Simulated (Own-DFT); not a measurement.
## Calculated data, Hf36O71 (tetragonal hafnia with one neutral oxygen vacancy, atoms displaced)

Computed with Own-DFT development build. A calculation, not a measurement: plane-wave PBE and HSE06 DFT by an unreviewed code, no spin, of a simulated cell at Gamma alone, so results move with cell size and shape, stress positive in tension, energies less offsets, not probed for a lower state with spin; hafnium file: forces about 75 meV/angstrom off all-electron values; oxygen file: force components 24 meV/angstrom off all-electron in a glass; k mesh not checked against a denser one; forces and stress are PBE's, HSE06 gives the energy alone, and its difference from PBE has offsets of its own; offsets are fitted by least squares, one for each functional and potential file, so energies compare only between cells with the same atoms and settings and are not formation energies; the far tail of each file's local potential was reset to the Coulomb form; each entry is a single point on an unrelaxed cell, so the pressure reflects the starting lattice, taken from the Materials Project, from which strain is counted, and rises with the displacements; printed positions are rounded, which can move forces by about a meV/angstrom; the program is a retired in-house code; no spin-orbit coupling.

```xyz
107
Lattice="10.7800 0.0000 0.0000 0.0000 10.7800 0.0000 0.0000 0.0000 10.4493" Properties=species:S:1:pos:R:3:force_x:R:1:force_y:R:1:force_z:R:1 formula=Hf36O71 first_functional=PBE second_functional=HSE06 exact_exchange_share=0.25 screening=0.11 exchange_divergence=Gygi-Baldereschi potential_files=PseudoDojo_norm-conserving,scalar-relativistic,made_for_PBE,standard_set wave_cutoff=48 occupations=fixed k_mesh=1_x_1_x_1_centred_on_Gamma PBE_energy_of_cell_above_offsets=-96.411 HSE06_less_PBE_above_offsets=0.084 PBE_pressure=2.49 PBE_stress_xx=-2.41 PBE_stress_yy=-2.37 PBE_stress_zz=-2.7 PBE_stress_yz=0.24 PBE_stress_xz=-0.34 PBE_stress_xy=-0.26
Hf     0.0250     0.0308     0.0179     -1.837     -0.363     -0.649
Hf     1.7078     1.7864     2.6302       0.21     -0.188      0.637
O      0.0306     1.8647     1.5339     -0.964     -0.451      0.292
O      1.7982     0.0186     3.6189     -0.062     -0.787     -0.509
O     10.7516     1.9195     4.1566      0.004     -1.959      0.402
O      1.8668     0.0739     0.9793     -1.434     -0.514      1.176
Hf    10.7357    10.6835     5.2544      0.625      2.118     -0.215
Hf     1.8294     1.7939     7.8194     -1.269     -0.462     -0.057
O     10.7520     1.8086     6.8178        0.8      0.033     -0.195
O      1.7953    10.7103     8.9065      0.005      2.087      0.056
O      0.0581     1.8616     9.3923     -0.037     -0.631      0.511
O      1.7874     0.0621     6.2169      0.264     -0.398      0.164
Hf    10.7429     3.6255     0.0050      -0.88      0.082     -0.473
Hf     1.8221     5.3624     2.6435     -1.318     -1.515     -0.497
O     10.7713     5.3233     1.5750      0.532      0.769      0.359
O      1.7367     3.5348     3.7452      1.008      1.643     -1.458
O      0.0192     5.3738     4.1465      0.123      0.225      0.229
O      1.7267     3.6381     0.9819      2.097      0.176        0.7
Hf    10.7736     3.6296     5.2418      0.309     -0.811     -0.229
Hf     1.8139     5.2689     7.8317     -1.813       3.11     -0.091
O     10.7285     5.3697     6.8127      0.342      0.136     -0.512
O      1.7378     3.6284     8.8576       0.76     -0.691      0.443
O     10.6762     5.4385     9.3424      0.413     -0.756      1.067
O      1.7882     3.5127     6.2582      0.299      0.976      0.633
Hf     0.0575     7.1704     0.0156     -0.611      0.912     -1.975
Hf     1.8628     8.8616     2.6253     -0.914      2.751      -1.33
O     10.7536     8.9040     1.4513      0.989       0.58      2.371
O      1.7233     7.2132     3.6264      0.639     -1.835      0.465
O     10.7757     9.0185     4.1936      -0.09     -1.319     -0.552
O      1.7780     7.2544     0.9414      1.977     -0.472      1.651
Hf     0.0606     7.1163     5.2200     -1.379      0.548      0.369
Hf     1.7376     9.0858     7.8308      2.257     -2.364      0.448
O      0.1084     8.9889     6.7692      -2.55      0.504     -0.425
O      1.7473     7.2012     8.8369      0.285     -0.429     -0.332
O     10.7491     8.9918     9.4583      0.165     -0.067     -0.992
O      1.7114     7.1860     6.2580      2.199     -0.193     -1.056
Hf     3.5350    10.7679     0.0318      1.114     -0.162     -2.122
Hf     5.4068     1.7366     2.5754      -0.05      1.327      0.808
O      3.5952     1.7447     1.6148      0.523      0.556     -0.332
O      5.4022    10.7619     3.6006     -0.326      0.194       -0.1
O      3.6010     1.8333     4.2649      0.731      -0.22     -0.613
O      5.4466    10.6822     0.8888     -3.269       0.43      2.814
Hf     3.6917     0.0320     5.2293     -0.771     -0.349      0.655
Hf     5.4176     1.7861     7.9164      0.536     -0.146     -1.244
O      3.5285     1.7745     6.7607       1.96      0.082      0.732
O      5.4494     0.0755     8.8415      0.116     -1.138      0.543
O      3.5317     1.8356     9.3631      0.085     -0.296      0.789
O      5.4427    10.7406     6.3206     -0.078      0.838     -1.469
Hf     3.5949     3.5759     0.0156     -0.483      0.024     -0.208
Hf     5.4263     5.3946     2.6428       0.25      0.184     -0.158
O      3.5868     5.4388     1.5843      0.128      0.019       0.47
O      5.3908     3.6437     3.5542      0.296      -1.67      0.168
O      3.6407     5.3111     4.2577      -0.76      1.937     -1.282
O      5.4003     3.6091     0.9517      -1.08     -0.103      0.959
Hf     3.6046     3.6165     5.2636      0.069     -2.064      0.338
Hf     5.3261     5.4458     7.9188       0.73     -1.131     -1.853
O      3.5428     5.4834     6.7962      0.764     -0.634      0.267
O      5.3822     3.6182     8.9120     -0.804      0.037      -0.67
O      3.5833     5.4724     9.4434      0.373     -1.939     -0.562
O      5.4313     3.6430     6.2060     -0.667     -0.365      0.244
Hf     3.6636     7.1606     0.0043     -1.175      2.198      -0.16
Hf     5.3636     8.9688     2.5450      1.538     -0.548      1.224
O      3.6745     8.8705     1.5523     -1.843      0.593     -0.531
O      5.4148     7.1662     3.6649       -0.9      0.259     -0.127
O      3.6335     8.9529     4.0481     -0.534     -0.114      1.325
O      5.4642     7.2304     1.0750     -0.766     -0.853     -0.468
Hf     3.6105     7.1404     5.1639      0.491      1.135      1.778
Hf     5.4500     8.9037     7.8837     -0.918      2.917      -0.52
O      3.6992     9.0676     6.8589     -1.898     -0.431     -1.005
O      5.4226     7.2038     8.8290      0.148      -1.24      2.033
O      3.5976     9.0144     9.3910       0.41      -0.67      1.165
O      5.4183     7.1906     6.3028     -1.318     -0.656     -0.593
Hf     7.1467    10.7653     0.1340      3.999     -0.155     -3.413
Hf     8.9499     1.7982     2.6728      1.433     -0.192     -1.343
O      7.2357     1.8122     1.6061      -1.83     -0.345      0.176
O      8.9937     0.0588     3.5638      0.073     -1.893      1.359
O      7.1651     1.7347     4.2605     -0.206      0.955     -0.634
O      8.9809    10.7700     1.0255      0.531      0.432     -0.033
Hf     7.2095    10.7450     5.2212     -0.214     -0.343      0.783
Hf     9.0214     1.8758     7.8254     -0.263     -2.025      0.783
O      7.2397     1.7183     6.8446     -1.002      1.054     -0.237
O      9.0445     0.0239     8.8784     -0.223     -0.435     -0.731
O      7.2328     1.8580     9.4280     -0.514     -0.284      0.406
O      8.9610     0.0476     6.2655      0.353     -1.137     -0.578
Hf     7.1300     3.6288    10.4228      1.215      -2.14      0.622
Hf     8.9450     5.3906     2.5546      1.027     -1.017      0.632
O      7.2095     5.3613     1.5946     -1.008      0.596     -0.223
O      8.9684     3.5549     3.6181     -0.787       1.84      0.777
O      7.1416     5.4665     4.1811      0.568     -1.768     -0.177
O      8.9110     3.6460     1.0475      0.748      0.087     -0.619
Hf     7.2255     3.5471     5.2331     -0.295      0.693      0.005
Hf     8.9101     5.3316     7.8482      1.377      1.041       -0.2
O      7.1729     5.3323     6.8047     -0.361       0.44      0.513
O      9.0375     3.6174     8.8281     -0.412      0.106      0.809
O      7.1080     5.3236     9.4699      0.293      1.811     -1.144
O      9.0021     3.6048     6.2752     -0.845     -0.047     -0.353
Hf     7.1858     7.1026     0.0503      1.136      1.939     -0.786
Hf     9.0120     8.8325     2.6887      0.135      3.384     -2.295
O      7.2047     8.9588     1.6281      0.254      0.076     -0.312
O      9.0176     7.1958     3.6370      0.062     -2.239     -0.051
O      7.1930     8.9550     4.1729      0.262       0.22      0.418
O      9.0123     7.2267     0.9421     -1.008     -0.903      1.197
Hf     7.1706     7.1696     5.2343     -0.557      0.768      0.171
Hf     8.9939     8.9332     7.8286     -0.025      1.307      0.466
O      7.1191     8.8882     6.8162      1.851      0.562      0.495
O      8.9437     7.2130     8.8300     -1.023     -0.674     -0.352
O      8.9438     7.2880     6.1074      1.489     -0.156      1.145
```

Units: screening in 1/bohr; wave_cutoff in hartree; PBE_energy_of_cell_above_offsets, HSE06_less_PBE_above_offsets in eV; PBE_pressure, PBE_stress_xx, PBE_stress_yy, PBE_stress_zz, PBE_stress_yz, PBE_stress_xz, PBE_stress_xy in GPa; force_x, force_y, force_z in eV/Å.
